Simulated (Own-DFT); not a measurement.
Simulation results for InGa3As4 (zincblende random alloy, strained, atoms displaced)

Computed with Own-DFT development build. A calculation, not a measurement: plane-wave PBE density functional theory by an unreviewed code, no spin, of a simulated periodic cell, stress positive in tension, free energy of the whole cell less one offset for each atom, forces on such cells passed a denser k mesh, this cell's mesh not checked; offsets are fitted by least squares, one for each functional and potential file, so energies compare only between cells with the same atoms and settings and are not formation energies; the far tail of each file's local potential was reset to the Coulomb form; each entry is a single point on an unrelaxed cell, so the pressure reflects the starting lattice, mostly measured values, from which strain is counted, and rises with the displacements; printed positions are rounded, which can move forces by about a meV/angstrom; the program is a retired in-house code; no spin-orbit coupling; before rounding, a Quantum ESPRESSO 7.3.1 run of the same cell and cutoff gave forces within 1 meV/angstrom rms on each cell, which checks the program and not the settings.

## InGa3As4 (zincblende random alloy, strained, atoms displaced)

```
InGa3As4
1.0
     11.3066     0.0000     0.0000
      0.0000    11.3066     0.0000
      0.0000     0.0000    11.6914
In Ga In As Ga As Ga As Ga In As Ga In Ga As Ga In Ga As In Ga As Ga In As
1 2 1 4 4 4 4 4 3 1 4 1 1 2 4 1 1 2 4 2 2 4 3 1 4
Direct
  0.99716 0.99874 0.00102
  0.00459 0.24433 0.25333
  0.25991 0.00230 0.24673
  0.25122 0.24826 0.00786
  0.13113 0.12363 0.11867
  0.12919 0.38493 0.37442
  0.37099 0.12649 0.37055
  0.37849 0.38145 0.12315
  0.00305 0.98695 0.50624
  0.99950 0.25177 0.75781
  0.25818 0.00406 0.76123
  0.25260 0.23775 0.50038
  0.12004 0.12578 0.62468
  0.12511 0.37190 0.87629
  0.37822 0.12390 0.87390
  0.37231 0.37911 0.61873
  0.00180 0.50068 0.00228
  0.99750 0.74908 0.24497
  0.24583 0.50783 0.24530
  0.25090 0.75595 0.00056
  0.12321 0.63137 0.12763
  0.13097 0.86803 0.37194
  0.37574 0.62807 0.36801
  0.37235 0.87578 0.12502
  0.00049 0.49783 0.49715
  0.00235 0.74728 0.74407
  0.25496 0.49631 0.75486
  0.25059 0.74477 0.50408
  0.13232 0.62372 0.62930
  0.11901 0.88067 0.86557
  0.37751 0.62691 0.87292
  0.36760 0.86744 0.62677
  0.50270 0.99487 0.00676
  0.50341 0.24679 0.24792
  0.74815 0.00345 0.24322
  0.74954 0.25336 0.00084
  0.61614 0.13190 0.12330
  0.62349 0.37280 0.38004
  0.87790 0.13543 0.37363
  0.88321 0.37339 0.12407
  0.50576 0.00088 0.50298
  0.50539 0.24070 0.74480
  0.75393 0.99639 0.75376
  0.74800 0.25725 0.49438
  0.61453 0.11726 0.62691
  0.63089 0.37594 0.87297
  0.87617 0.12223 0.87839
  0.87284 0.37086 0.61836
  0.50006 0.49691 0.99803
  0.50218 0.74751 0.25644
  0.75186 0.50424 0.24982
  0.75442 0.74235 0.00498
  0.62378 0.62008 0.12063
  0.62372 0.87376 0.37436
  0.87866 0.62310 0.36798
  0.87183 0.87146 0.11933
  0.50353 0.50294 0.49678
  0.49838 0.74974 0.75725
  0.75409 0.50560 0.75236
  0.75113 0.74785 0.49881
  0.62609 0.63265 0.63012
  0.61374 0.87656 0.87617
  0.87364 0.62878 0.87819
  0.87582 0.87207 0.61993
```

* functional: PBE
* potential files: PseudoDojo norm-conserving, scalar-relativistic, standard set
* wave cutoff: 42 hartree
* occupations: Fermi-Dirac
* smearing width: 0.1 eV
* k mesh: 3 x 3 x 3 centred on Gamma
* free energy of cell above offsets: -20.163 eV
* pressure: 6.51 GPa
* stress xx: -7.04 GPa
* stress yy: -7.02 GPa
* stress zz: -5.47 GPa
* stress yz: -0.6 GPa
* stress xz: 0.78 GPa
* stress xy: -1.08 GPa

Force:
```csv
element,x (eV/Å),y (eV/Å),z (eV/Å)
In,0.695,-0.274,0.187
Ga,0.723,0.881,-0.499
Ga,-1.193,-0.247,0.151
In,1.058,0.878,-1.411
As,-1.187,-1.065,3.115
As,0.2,-1.26,-0.125
As,0.209,-1.121,1.282
As,-1.418,0.121,1.809
Ga,0.385,1.051,-1.115
Ga,-0.307,-0.154,-0.897
Ga,-0.838,-0.466,-1.429
Ga,-0.667,1.214,0.056
As,0.442,-0.373,0.581
As,-0.382,1.146,-0.42
As,0.26,-0.873,1.32
As,-0.025,-0.106,-0.183
Ga,0.089,0.176,-0.318
Ga,-0.002,0.59,0.473
Ga,0.479,-0.418,0.183
Ga,-0.603,-0.127,-0.731
As,0.234,-0.179,-1.019
As,-1.137,1.301,-1.03
As,-0.787,-2.514,1.19
As,0.176,0.164,-0.454
Ga,0.11,0.298,0.452
Ga,-0.18,0.046,0.266
Ga,-0.298,-0.018,-0.233
In,0.004,-0.212,-1.108
As,-1.784,-1.773,0.892
As,1.196,-1.23,-0.071
As,-1.227,0.481,-0.01
As,1.974,2.094,1.411
Ga,-0.623,0.536,-0.396
In,-1.268,1.566,1.182
Ga,0.131,0.143,0.492
Ga,0.302,-0.035,-0.04
As,2.442,-2.051,-1.946
As,0.636,1.446,-0.29
As,-0.428,-1.64,0.449
As,-0.592,-0.123,0.431
Ga,-1.408,-0.954,-0.649
In,-1.266,2.484,0.951
Ga,-0.469,-0.035,-0.279
Ga,-0.061,-1.159,0.715
As,3.633,-1.097,-1.826
As,0.98,-0.365,-0.481
As,-1.468,1.424,-1.149
As,0.305,0.603,1.026
In,0.295,0.242,-1.047
In,0.396,0.521,-1.918
Ga,-0.128,-0.849,-0.296
Ga,-1.104,0.528,-0.536
As,1.618,0.639,0.872
As,0.734,2.394,0.213
As,0.518,-0.39,0.023
As,-0.779,-0.453,1.594
Ga,-0.367,0.327,0.383
Ga,-0.225,0.322,-0.971
Ga,-0.022,-0.414,-0.521
In,0.072,-0.289,-0.719
As,-1.033,-1.385,0.726
As,1.634,-0.371,0.357
As,0.867,-0.276,-0.451
As,0.48,0.681,1.787
```
